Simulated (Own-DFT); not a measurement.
## Calculated data, Si$_{3}$N$_{4}$ (beta silicon nitride, atoms displaced)

A calculation, not a measurement: plane-wave PBE density functional theory by an unreviewed code, no spin, of a simulated periodic cell, stress positive in tension, free energy of the whole cell less one offset for each atom, forces on such cells passed a denser k mesh, this cell's mesh not checked; offsets are fitted by least squares, one for each functional and potential file, so energies compare only between cells with the same atoms and settings and are not formation energies; the far tail of each file's local potential was reset to the Coulomb form; each entry is a single point on an unrelaxed cell, so the pressure reflects the starting lattice, mostly measured values (interpolated for alloys), from which strain is counted, and rises with the displacements; printed positions are rounded, which can move forces by about a meV/angstrom; the program, named Own-DFT, is a retired in-house code; no spin-orbit coupling. Program: Own-DFT development build.

Settings shared by all entries: functional PBE; potential files PseudoDojo norm-conserving, scalar-relativistic, standard set; wave cutoff 42 hartree; occupations Fermi-Dirac; smearing width 0.1 eV; k mesh 3 x 3 x 3 centred on Gamma.

(1) 
```xyz
42
Lattice="7.6060 0.0000 0.0000 -3.8030 6.5870 0.0000 0.0000 0.0000 8.7270" Properties=species:S:1:pos:R:3:force_x:R:1:force_y:R:1:force_z:R:1 formula=Si3N4 free_energy_of_cell_above_offsets=-7.150 pressure=5.4 stress_xx=-3.09 stress_yy=-4.8 stress_zz=-8.31 stress_yz=-0.46 stress_xz=-0.85 stress_xy=0.03
Si    -1.6143     5.0917     0.7311      0.818     -0.945     -0.352
Si     0.2685     2.6639     0.7288     -2.165      0.898     -0.734
Si     1.3796     5.4557     0.7198     -1.078     -1.117      0.091
Si     5.4179     1.5337     2.1959     -0.815      -0.33     -0.677
Si     3.5681     3.9205     2.1829     -0.041     -0.286      1.486
Si     2.4171     1.1155     2.1774      0.694      2.416      1.317
N      2.4126     0.2503     0.7406     -0.401     -1.835     -0.483
N      6.2212     1.9862     0.7376       0.74     -0.307     -0.604
N      2.7614     4.4024     0.7685     -0.463      0.581     -0.809
N      1.4134     6.3622     2.1726     -0.148      1.341     -0.002
N     -2.4390     4.5677     2.1456      0.416      1.108      1.207
N      1.0251     2.2270     2.1665      1.511     -1.588      0.741
N     -0.0296     4.3689     0.7268       0.82      1.276     -0.015
N      3.8224     2.2209     2.2327     -1.021     -1.251     -0.364
Si    -1.6094     5.0708     3.6506      0.601     -1.479     -1.085
Si     0.2469     2.6682     3.6403     -1.191      0.272     -0.143
Si     1.3563     5.4684     3.6365      0.268      -1.36     -0.053
Si     5.4123     1.5098     5.1246     -0.397      0.029     -1.476
Si     3.6169     3.9192     5.0978     -2.031     -0.464       0.14
Si     2.4479     1.1337     5.0961     -0.202      1.415     -0.041
N      2.3998     0.1853     3.6556     -0.227      0.121     -0.555
N      6.2220     1.9490     3.6161      1.426      0.418       1.56
N      2.7583     4.4392     3.6616      0.843     -0.306     -0.444
N      1.4269     6.3586     5.0925     -0.327      1.302      0.272
N     -2.4235     4.5725     5.0954      0.258       0.58     -0.492
N      1.0515     2.2060     5.0810      0.306     -0.893      0.187
N      0.0077     4.3726     3.6291     -0.826       0.87      0.153
N      3.8126     2.1919     5.0851      0.283     -0.126      0.164
Si    -1.6303     5.0332     6.5252      1.518      0.795      1.001
Si     0.2366     2.6407     6.5488     -0.658      1.299      -0.85
Si     1.3529     5.4574     6.5510      0.081     -1.885     -0.591
Si     5.3728     1.5153     8.0103      0.291      1.077       0.06
Si     3.5642     3.9123     8.0653      0.192      0.649     -1.919
Si     2.4150     1.1313     8.0105      0.213      1.915     -0.479
N      2.3922     0.2536     6.5552     -0.254     -2.459     -0.191
N      6.2319     1.9811     6.5366      0.169     -0.312      0.956
N      2.7492     4.3955     6.5481      0.615      0.224      0.716
N      1.3673     6.3873     7.9763      0.191      0.388      0.899
N     -2.4176     4.6134     7.9953     -1.128      0.114       0.38
N      1.0399     2.2371     7.9744      0.903      -1.42      1.148
N     -0.0153     4.3666     6.5607     -0.192      0.693     -0.266
N      3.7789     2.2303     8.0116      0.408     -1.418      0.147
```

Units: free_energy_of_cell_above_offsets in eV; pressure, stress_xx, stress_yy, stress_zz, stress_yz, stress_xz, stress_xy in GPa; force_x, force_y, force_z in eV/Å.

(2) 
```xyz
42
Lattice="7.6060 0.0000 0.0000 -3.8030 6.5870 0.0000 0.0000 0.0000 8.7270" Properties=species:S:1:pos:R:3:force_x:R:1:force_y:R:1:force_z:R:1 formula=Si3N4 free_energy_of_cell_above_offsets=-7.411 pressure=5.45 stress_xx=-4.11 stress_yy=-3.94 stress_zz=-8.3 stress_yz=-0.29 stress_xz=0.71 stress_xy=0.12
Si    -1.5974     5.0625     0.7454     -0.324     -0.615     -0.736
Si     0.2305     2.6518     0.7079     -0.605      1.054      1.037
Si     1.4005     5.4539     0.7294      -1.08     -1.621      0.088
Si     5.4201     1.5410     2.1709     -1.097      -0.29     -0.089
Si     3.5673     3.9184     2.2050      1.018      -0.74     -0.639
Si     2.4034     1.1296     2.1866       0.71      0.771      0.377
N      2.3985     0.1974     0.7415     -0.148     -0.076     -0.006
N      6.2294     2.0178     0.7239     -0.113     -0.962     -0.465
N      2.7927     4.4029     0.7421     -0.966       0.57      0.232
N      1.4124     6.3557     2.1826      0.318      1.732     -0.251
N     -2.4372     4.6033     2.1889     -0.019      0.162      0.215
N      1.0104     2.1762     2.2177      0.478      -0.42     -1.277
N     -0.0283     4.3758     0.7077      1.511      0.414      0.131
N      3.7932     2.2008     2.1645       0.01     -0.536      0.129
Si    -1.5933     5.0536     3.6406      0.203     -0.042     -0.368
Si     0.2404     2.6918     3.6384     -1.458      0.347      0.104
Si     1.3831     5.4922     3.6500        0.3     -1.912     -0.392
Si     5.4077     1.5003     5.0928      0.014       0.96      0.087
Si     3.5874     3.9388     5.0972      0.428     -1.569      0.347
Si     2.4432     1.1580     5.1096     -0.311      0.145     -0.592
N      2.4194     0.1875     3.6353     -0.291      0.328      0.606
N      6.2142     1.9426     3.6373      1.406      0.693      0.094
N      2.8199     4.3975     3.6438     -1.856      1.307      0.564
N      1.4036     6.3871     5.0997      0.308     -0.083      0.274
N     -2.4302     4.5929     5.0858      0.139      0.299     -0.226
N      0.9946     2.2117     5.0972      1.983      -1.39     -0.728
N      0.0192     4.4184     3.6117     -0.148     -0.422      0.262
N      3.8306     2.1733     5.0985     -0.638      1.082     -0.027
Si    -1.6104     5.0442     6.5174      0.548      0.372      1.516
Si     0.2289     2.6398     6.5212     -0.511      1.324      1.314
Si     1.3916     5.4510     6.5440     -0.534     -1.861     -0.106
Si     5.4156     1.4882     7.9733     -0.154       1.05      0.754
Si     3.5600     3.9165     8.0292       1.57     -0.774     -0.177
Si     2.4272     1.1561     8.0374      0.724      0.023     -0.946
N      2.4342     0.2200     6.5492     -0.487     -0.857      0.358
N      6.2546     1.9808     6.5421     -0.513     -0.765     -0.187
N      2.8201     4.3992     6.5753     -1.461      0.924     -0.887
N      1.4009     6.3521     7.9907      0.352       1.02      0.297
N     -2.4532     4.6036     8.0090      0.498      0.588     -0.234
N      1.0138     2.1617     8.0075      0.623     -0.362     -0.537
N     -0.0052     4.3668     6.5336        0.5       0.54     -0.056
N      3.8382     2.1970     7.9962     -0.928     -0.409      0.138
```

Units: free_energy_of_cell_above_offsets in eV; pressure, stress_xx, stress_yy, stress_zz, stress_yz, stress_xz, stress_xy in GPa; force_x, force_y, force_z in eV/Å.

(3) 
```xyz
42
Lattice="7.6060 0.0000 0.0000 -3.8030 6.5870 0.0000 0.0000 0.0000 8.7270" Properties=species:S:1:pos:R:3:force_x:R:1:force_y:R:1:force_z:R:1 formula=Si3N4 free_energy_of_cell_above_offsets=-7.364 pressure=5.29 stress_xx=-4.15 stress_yy=-4.09 stress_zz=-7.63 stress_yz=-0.05 stress_xz=0.74 stress_xy=-0.42
Si    -1.5965     5.0363     0.7596      0.354      0.856     -0.248
Si     0.2130     2.6876     0.6783      0.214      0.002      1.882
Si     1.4069     5.4491     0.7356      -0.94     -1.007      0.283
Si     5.4251     1.5002     2.1806     -1.417      0.668      0.725
Si     3.5546     3.9359     2.1971      0.923     -1.926     -0.729
Si     2.4147     1.1453     2.2122     -0.074      1.647     -0.469
N      2.4190     0.2164     0.7813     -0.457     -1.263     -1.209
N      6.2106     1.9962     0.7593      0.895     -0.078     -1.454
N      2.7769     4.4060     0.7419      0.143      0.364     -0.975
N      1.4013     6.3774     2.1801      0.411      0.225      0.456
N     -2.4366     4.5864     2.2008     -0.634      0.144     -0.493
N      1.0084     2.2298     2.1827      0.611     -1.024     -0.067
N      0.0036     4.3933     0.7477      0.021      0.362     -0.507
N      3.8092     2.1822     2.2068      0.122       0.52       0.02
Si    -1.6406     5.0664     3.6251      1.942      0.035      0.217
Si     0.1987     2.6521     3.6716      0.944      1.308     -1.222
Si     1.3969     5.4529     3.6570     -1.355     -1.173     -0.947
Si     5.4382     1.5271     5.1237     -1.479     -0.044     -1.243
Si     3.5738     3.9374     5.0928      0.611     -1.576      -0.57
Si     2.4126     1.1296     5.0922      0.555      0.494      0.092
N      2.3908     0.2133     3.6341     -0.394     -0.932      0.595
N      6.2475     1.9780     3.6314     -0.619     -0.707      0.934
N      2.7532     4.3801     3.6167       0.04      0.626      1.266
N      1.4532     6.3663     5.0983      0.168       1.25      0.085
N     -2.4099     4.6158     5.0813     -1.211     -0.281      0.854
N      1.0540     2.1968     5.1168     -0.508     -0.301     -0.512
N     -0.0147     4.3842     3.6018      0.091      0.692      0.603
N      3.7972     2.1566     5.1086      0.727      1.199      0.056
Si    -1.6127     5.0674     6.5734      1.282      0.103     -0.883
Si     0.2102     2.6617     6.5326      0.886      0.893      0.762
Si     1.3989     5.4583     6.5398     -0.985     -0.951       0.35
Si     5.4302     1.4920     8.0114     -1.747      0.987      0.665
Si     3.5828     3.9311     7.9633     -0.171     -0.833       1.38
Si     2.4202     1.1455     8.0212      0.691     -0.021      0.261
N      2.3932     0.2141     6.5461     -0.192     -0.789      0.564
N      6.2354     1.9848     6.5680      0.284     -0.209      0.073
N      2.7571     4.4075     6.5305      0.488       0.21      0.182
N      1.3889     6.3656     8.0112      0.474       0.69     -0.401
N     -2.4365     4.6193     8.0041     -0.097       0.08      0.363
N      1.0545     2.1840     8.0014     -0.971      0.086     -0.581
N      0.0231     4.3907     6.5328       -0.8      0.157      0.193
N      3.7833     2.2111     8.0280      1.174     -0.484     -0.348
```

Units: free_energy_of_cell_above_offsets in eV; pressure, stress_xx, stress_yy, stress_zz, stress_yz, stress_xz, stress_xy in GPa; force_x, force_y, force_z in eV/Å.

(4) 
```xyz
42
Lattice="7.6060 0.0000 0.0000 -3.8030 6.5870 0.0000 0.0000 0.0000 8.7270" Properties=species:S:1:pos:R:3:force_x:R:1:force_y:R:1:force_z:R:1 formula=Si3N4 free_energy_of_cell_above_offsets=-7.368 pressure=5.52 stress_xx=-3.57 stress_yy=-5.72 stress_zz=-7.28 stress_yz=0.66 stress_xz=-0.54 stress_xy=0.77
Si    -1.5939     5.0678     0.7283      1.002      0.083     -0.348
Si     0.2170     2.6801     0.7578      0.134      0.365      -0.89
Si     1.3939     5.4305     0.7248     -0.465      0.424      0.071
Si     5.4096     1.5369     2.1843     -0.969     -0.396     -0.214
Si     3.5947     3.9075     2.2122      0.037     -0.099      -1.24
Si     2.3905     1.1257     2.2005      0.855      0.897     -0.766
N      2.4018     0.2146     0.7108     -0.405     -0.645      0.586
N      6.2165     1.9912     0.7165      1.115       0.19      1.013
N      2.7493     4.4125     0.7551      1.337     -0.367     -0.133
N      1.4039     6.3674     2.1911      0.311      1.499     -0.587
N     -2.3989     4.6177     2.1820     -1.262     -0.529     -0.742
N      1.0129     2.1921     2.1941      0.146     -0.545      0.317
N      0.0357     4.3986     0.6825     -1.232     -0.206      0.419
N      3.7982     2.2020     2.1485     -0.042      -0.65      0.487
Si    -1.6379     5.0443     3.6187      2.041      0.284       0.92
Si     0.2191     2.7005     3.6594     -0.376      0.448     -1.088
Si     1.3892     5.4684     3.6286     -0.126     -1.237      0.528
Si     5.4079     1.5361     5.0712     -1.017     -0.208      0.566
Si     3.5976     3.8862     5.0691     -0.544       1.41      0.607
Si     2.3986     1.1394     5.1086      0.889      0.919     -0.991
N      2.4021     0.1869     3.6395     -0.249       0.14       0.36
N      6.2107     2.0305     3.6302      0.417     -0.313     -0.041
N      2.7876     4.3957     3.6216      -0.56      0.672      0.691
N      1.3842     6.3706     5.1069      0.449      1.493     -1.067
N     -2.4429     4.5876     5.0577      0.724      0.575      1.087
N      1.0041     2.1846     5.0595      0.562     -0.562      1.464
N      0.0247     4.4058     3.6288     -0.953      0.188     -0.008
N      3.8020     2.2417     5.1176     -0.264      -2.82     -0.371
Si    -1.5653     5.0655     6.5523     -0.914     -0.361     -0.729
Si     0.2153     2.6742     6.5498     -0.337       0.58     -0.067
Si     1.4164     5.4514     6.5309     -0.426     -0.662      0.651
Si     5.4404     1.4950     8.0335     -2.203      0.789     -1.656
Si     3.5593     3.9160     8.0185      0.916     -0.616     -0.234
Si     2.3787     1.1339     7.9781      1.631      0.717      0.703
N      2.4005     0.2107     6.5338      -0.41     -0.684       0.12
N      6.2111     1.9699     6.5288      1.074      0.204      0.684
N      2.7997     4.4194     6.5361     -0.089      0.144      0.004
N      1.4183     6.3785     7.9963      0.277      -0.02      0.221
N     -2.3908     4.5994     8.0070     -1.212     -0.198     -0.195
N      1.0491     2.1929     8.0098      -1.31      0.268     -0.201
N      0.0094     4.4242     6.5282      0.575     -0.971       0.06
N      3.7756     2.1868     8.0035      0.873     -0.198       0.01
```

Units: free_energy_of_cell_above_offsets in eV; pressure, stress_xx, stress_yy, stress_zz, stress_yz, stress_xz, stress_xy in GPa; force_x, force_y, force_z in eV/Å.

(5) 
```xyz
42
Lattice="7.6060 0.0000 0.0000 -3.8030 6.5870 0.0000 0.0000 0.0000 8.7270" Properties=species:S:1:pos:R:3:force_x:R:1:force_y:R:1:force_z:R:1 formula=Si3N4 free_energy_of_cell_above_offsets=-7.318 pressure=5.49 stress_xx=-3.8 stress_yy=-5.51 stress_zz=-7.15 stress_yz=0.58 stress_xz=-0.55 stress_xy=0.99
Si    -1.5656     5.1020     0.7056     -0.139     -1.741      0.282
Si     0.2669     2.6724     0.7033     -2.333      1.134      0.665
Si     1.4026     5.4372     0.7589     -0.948      0.068     -0.873
Si     5.3887     1.5269     2.2034      0.253     -0.253     -1.278
Si     3.6075     3.8831     2.2000      0.199      0.685     -0.224
Si     2.3838     1.1526     2.1799      0.717     -0.153       0.37
N      2.4454     0.1960     0.6884     -0.501      0.735      1.851
N      6.2128     2.0064     0.7106      1.029     -0.018      1.248
N      2.7624     4.4076     0.7754      0.606     -0.318     -0.412
N      1.3927     6.3579     2.1994      0.399      1.631     -0.366
N     -2.4018     4.6021     2.1613     -0.533      0.276      0.388
N      0.9909     2.2105     2.1887      1.281      -1.18     -0.401
N      0.0166     4.4061     0.7326      0.057     -0.414     -0.132
N      3.8027     2.1878     2.1736     -0.691      -0.47      0.139
Si    -1.6319     5.0605     3.6596      2.148      0.689      -1.96
Si     0.2191     2.6815     3.6373     -1.029       0.41      0.085
Si     1.4098     5.4381     3.6094     -1.091     -0.651      1.399
Si     5.4068     1.5149     5.0887     -0.099      0.571      0.201
Si     3.6000     3.9038     5.0809      0.005     -0.057      1.006
Si     2.4113     1.1833     5.1186      0.759     -0.885     -0.248
N      2.3966     0.2230     3.6735     -0.314     -0.362     -0.928
N      6.2063     1.9928     3.6232      0.763      0.066      0.556
N      2.7901     4.3990     3.6619      0.081      0.073     -0.705
N      1.4069     6.4005     5.0814      0.303     -0.567     -0.467
N     -2.4130     4.6235     5.0537     -1.637     -0.644      1.755
N      1.0115     2.1615     5.0794      0.318      0.001     -0.178
N      0.0085     4.3837     3.6404     -0.218      0.648      0.109
N      3.8084     2.2001     5.1091      -0.01      0.011     -0.125
Si    -1.6386     5.0711     6.5348      1.586     -0.516      0.472
Si     0.2729     2.6702     6.5241     -1.884      0.859      0.814
Si     1.4074     5.4506     6.5134     -1.398      0.088      1.325
Si     5.4122     1.5221     8.0234     -0.395      0.335     -1.252
Si     3.5344     3.9511     8.0093      1.498     -1.425      0.848
Si     2.4409     1.1399     8.0196      0.237      0.667     -1.343
N      2.4011     0.1937     6.5514     -0.304      0.507     -0.027
N      6.2469     1.9783     6.5201      0.376     -0.033      0.745
N      2.7494     4.3792     6.5710      0.433      0.296     -1.437
N      1.4002     6.3903     8.0290      0.442      -0.33     -0.704
N     -2.4428     4.6225     8.0086     -0.553      0.097     -0.345
N      1.0235     2.1750     8.0117      1.011     -0.705     -0.818
N      0.0101     4.3973     6.5561     -0.304       0.07      -0.24
N      3.8024     2.1924     7.9824     -0.121      0.805      0.206
```

Units: free_energy_of_cell_above_offsets in eV; pressure, stress_xx, stress_yy, stress_zz, stress_yz, stress_xz, stress_xy in GPa; force_x, force_y, force_z in eV/Å.

(6) 
```xyz
42
Lattice="7.6060 0.0000 0.0000 -3.8030 6.5870 0.0000 0.0000 0.0000 8.7270" Properties=species:S:1:pos:R:3:force_x:R:1:force_y:R:1:force_z:R:1 formula=Si3N4 free_energy_of_cell_above_offsets=-7.353 pressure=5.46 stress_xx=-5.05 stress_yy=-3.52 stress_zz=-7.81 stress_yz=-0.5 stress_xz=-0.53 stress_xy=-0.42
Si    -1.6171     5.0350     0.7129      0.723      0.624     -0.006
Si     0.1971     2.6420     0.7381      0.018      1.305     -0.095
Si     1.3723     5.4646     0.7371     -0.077     -1.066     -1.031
Si     5.4018     1.5100     2.2199     -0.979      0.402     -1.421
Si     3.5546     3.9070     2.1772      1.089     -0.612      0.286
Si     2.4253     1.1375     2.1669       0.21      0.375     -0.263
N      2.4198     0.2217     0.6848     -0.361     -1.688      1.358
N      6.2145     1.9816     0.7589     -0.014     -0.278     -0.393
N      2.7797     4.3674     0.7128     -1.314      1.324      1.175
N      1.3681     6.3883     2.1652       0.52      0.081      0.678
N     -2.4151     4.6070     2.2062     -1.227     -0.293     -1.208
N      1.0315     2.1648     2.1536     -0.396      0.132      1.028
N      0.0038     4.4007     0.7466     -0.187     -0.497     -0.058
N      3.8019     2.1824     2.1653      0.122      0.323      0.124
Si    -1.6230     5.0436     3.6390      1.197      1.328      0.113
Si     0.2180     2.6819     3.6466      -0.01      0.571     -0.956
Si     1.3683     5.4424     3.6308      0.441     -0.107      0.686
Si     5.3950     1.5523     5.0726      0.022     -1.517      0.601
Si     3.5982     3.8964     5.1006     -0.669     -0.164     -0.207
Si     2.4235     1.1363     5.0825     -0.276      0.018     -0.025
N      2.4029     0.2350     3.6174     -0.312     -1.625       0.23
N      6.2144     1.9902     3.6076      0.888      0.315      1.111
N      2.7794     4.3916     3.6287      -0.41      0.362      0.189
N      1.4188     6.3547     5.1013      0.305      1.455     -0.378
N     -2.4431     4.6351     5.0848     -0.589     -0.426     -0.083
N      1.0123     2.1758     5.0696      0.614     -0.491      0.596
N      0.0009     4.4289     3.6763     -0.601     -1.363     -0.371
N      3.7930     2.1588     5.0949      0.235       1.17     -0.097
Si    -1.6271     5.0679     6.5301      1.164     -0.405      0.306
Si     0.2474     2.6406     6.5534     -1.302      1.904      -0.49
Si     1.3960     5.4369     6.5805      -0.82     -0.804     -1.991
Si     5.3922     1.5194     8.0223       0.73      0.377     -1.128
Si     3.5515     3.8991     8.0370      1.192     -0.364     -2.153
Si     2.4294     1.1298     8.0066     -0.052      1.057     -1.344
N      2.3955     0.1821     6.5313     -0.288      0.954      0.267
N      6.2297     2.0020     6.5129      0.086     -0.242      0.988
N      2.7617     4.3847     6.5397      0.416     -0.267       0.56
N      1.4457     6.3805     7.9589      0.099      0.736      2.207
N     -2.4449     4.6110     7.9675     -0.687     -0.171      1.003
N      0.9993     2.1916     8.0153      1.202     -1.037     -0.151
N     -0.0176     4.4260     6.5585      0.425     -1.277      0.065
N      3.8270     2.1897     7.9725     -1.125     -0.116      0.278
```

Units: free_energy_of_cell_above_offsets in eV; pressure, stress_xx, stress_yy, stress_zz, stress_yz, stress_xz, stress_xy in GPa; force_x, force_y, force_z in eV/Å.
